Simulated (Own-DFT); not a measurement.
# Biaxial strain at fixed height in wurtzite AlGaN with randomly placed atoms, 128 atoms (Al48Ga16N64)

The numbers are computed, not measured, by runs of the plane-wave DFT program Own-DFT (in-house, retired, unreviewed) at fixed positions, with no spin and no spin-orbit coupling.

Common settings: PBE; PseudoDojo norm-conserving scalar-relativistic files (stringent for Ga); cutoff 96 hartree; 3 x 3 x 3 k mesh centred on Gamma; Gaussian smearing of 0.01 eV.

Limits: k mesh not checked against a denser one; stress not checked against mesh or cutoff.

Unstrained cell vectors in Å: (12.525, 0.000, 0.000); (-6.263, 10.847, 0.000); (0.000, 0.000, 10.066). The unstrained cell has measured lattice constants (interpolated for alloys), not those of this functional. That, the random moves and any unrelaxed bonds set the pressure at no strain. Each run strains x and y alike by e, as a substrate would, and holds the height along z. Random moves of width 0.05 Å per axis were added to every atom. The random placing of the alloy's atoms differs from row to row. Stress is positive in tension.

```
e (%)  u (Å)  (s_xx + s_yy)/2 (GPa)  s_zz (GPa)
-2.75  0.050                 -26.11       -9.16
-1.50  0.049                      ?           ?
-1.00  0.048                 -12.15       -7.88
 0.25  0.049                  -5.35       -5.41
 0.75  0.049                  -1.93       -6.45
 1.25  0.051                   0.62       -5.50
 1.50  0.052                   1.51       -4.51
 1.75  0.049                   3.14       -4.67
 2.00  0.051                   3.70       -3.83
 3.00  0.050                   8.17       -2.26
```

## Working it out

With e as a fraction, the in-plane stress is -6.3 + 600 e - 4101 e² GPa (errors 8 and 441, scatter 0.39), and s_zz is -6.4 + 116 e GPa (slope ± 12, scatter 0.60). At e = 0 the first slope is C11 + C12 and the second 2 C13, both with the ions held to the strained lattice and at the cell's own pressure. The term in e² is negative: the layer stiffens under compression and softens under tension. A free layer would change its height as e changes, and the in-plane slope would drop by 2 C13²/C33 to the biaxial modulus. At fixed height, a misfit of 1 % moves the in-plane stress by about 6.0 GPa and s_zz by 1.2 GPa.

## Test on the hidden row

Question: what are the two stresses at e = -1.50 %?

The fitted form gives -16.3 and -8.1 GPa. Computed: -16.14 and -7.19 GPa.
